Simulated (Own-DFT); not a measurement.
# Bulk modulus against bond length in tetrahedral crystals

The numbers are computed, not measured, by runs of the plane-wave DFT program Own-DFT (in-house, retired, unreviewed) at fixed positions, with no spin and no spin-orbit coupling.

Keep in mind (not all hold for every row): forces on such cells moved up to 12 meV/angstrom on a denser k mesh; k mesh not checked against a denser one; forces on such cells passed a denser k mesh, each cell not checked; stress not checked against mesh or cutoff.

All runs are PBE with PseudoDojo norm-conserving files; cutoff and k mesh are each material's own. Every cell starts from measured lattice constants and was given uniform random strains and small random moves of its atoms. Each triple is the change of volume in per cent, the rms move u in Å and the pressure in GPa.

- 2H SiC (C36Si36), 10.36 Å³/atom unstrained: (-1.94, 0.051, 10.10); (-1.10, 0.050, 7.63); (-0.73, 0.048, 6.94); (0.02, 0.052, 5.49); (0.30, 0.052, 4.93); (1.19, 0.048, 2.58); (1.62, 0.051, 2.04)
- wurtzite AlN (Al36N36), 10.45 Å³/atom unstrained: (-1.97, 0.049, 9.68); (-1.71, 0.048, 9.59); (-1.58, 0.049, 9.24); (-1.18, 0.051, 8.44); (-0.13, 0.055, 6.53); (2.06, 0.049, 2.00); (3.19, 0.047, -0.48)
- wurtzite GaN (Ga48N48), 11.42 Å³/atom unstrained: (-2.61, 0.053, 12.95); (-2.47, 0.049, 12.15); (-2.39, 0.051, 12.27); (-0.83, 0.053, 9.24); (-0.15, 0.050, 7.50); (1.79, 0.050, 3.96); (2.77, 0.051, 2.12)
- diamond silicon (Si64), 20.02 Å³/atom unstrained: (-3.86, 0.049, 6.77); (-3.02, 0.048, 5.76); (-2.48, 0.056, 5.49); (0.36, 0.048, 2.06); (0.71, 0.052, 2.32); (0.75, 0.048, 1.86); (2.43, 0.047, 0.13)
- zincblende InP (In32P32), 25.27 Å³/atom unstrained: withheld
- grey tin (Sn64), 34.15 Å³/atom unstrained: (-1.76, 0.045, 4.70); (-1.70, 0.053, 4.71); (-1.45, 0.054, 4.60); (-1.25, 0.049, 4.39); (-0.36, 0.047, 3.87); (-0.23, 0.050, 3.91); (1.89, 0.049, 2.65)

## Fit

Fit a line to each set against the fractional change of volume; B is minus its slope, and u is nearly the same within a set. To take it to zero pressure, assume that B rises by 4 GPa for each GPa: B0 = B - 4 x (mean pressure). The bond length of an ideal tetrahedral crystal with the unstrained volume v is d = (√3/4)(8 v)^(1/3). Cohen's empirical rule reads B0 = (1971 - 220 L) d^(-3.5) GPa, with L = 0 for group IV crystals and SiC and 1 for III-V compounds.

| material | L | d (Å) | B (GPa) | mean P (GPa) | B0 (GPa) | rule (GPa) |
|---|---|---|---|---|---|---|
| 2H SiC (C36Si36) | 0 | 1.888 | 224 ± 8 | 5.7 | 201 ± 8 | 213 |
| wurtzite AlN (Al36N36) | 1 | 1.893 | 200 ± 4 | 6.4 | 174 ± 4 | 188 |
| wurtzite GaN (Ga48N48) | 1 | 1.950 | 198 ± 4 | 8.6 | 164 ± 4 | 169 |
| diamond silicon (Si64) | 0 | 2.352 | 105 ± 4 | 3.5 | 91 ± 4 | 99 |
| zincblende InP (In32P32) | 1 | 2.541 | ? | ? | ? | 67 |
| grey tin (Sn64) | 0 | 2.810 | 57 ± 1 | 4.1 | 40 ± 1 | 53 |

A line through ln[B0/(1971 - 220 L)] against ln d has a slope of -4.0 ± 0.1 and a scatter of 5 %. Against the rule, B0 stands at 94 % for 2H SiC, 93 % for wurtzite AlN, 97 % for wurtzite GaN, 92 % for diamond silicon, 76 % for grey tin. PBE tends to make silicon and heavier crystals too soft, and the rule itself is only a guide.

## Withheld run

Q: what B0 does the fitted trend give for zincblende InP (In32P32)?

From the line: 55 GPa. Its own runs give B = 74 ± 3 GPa at a mean pressure of 4.0 GPa, so B0 = 57 GPa.
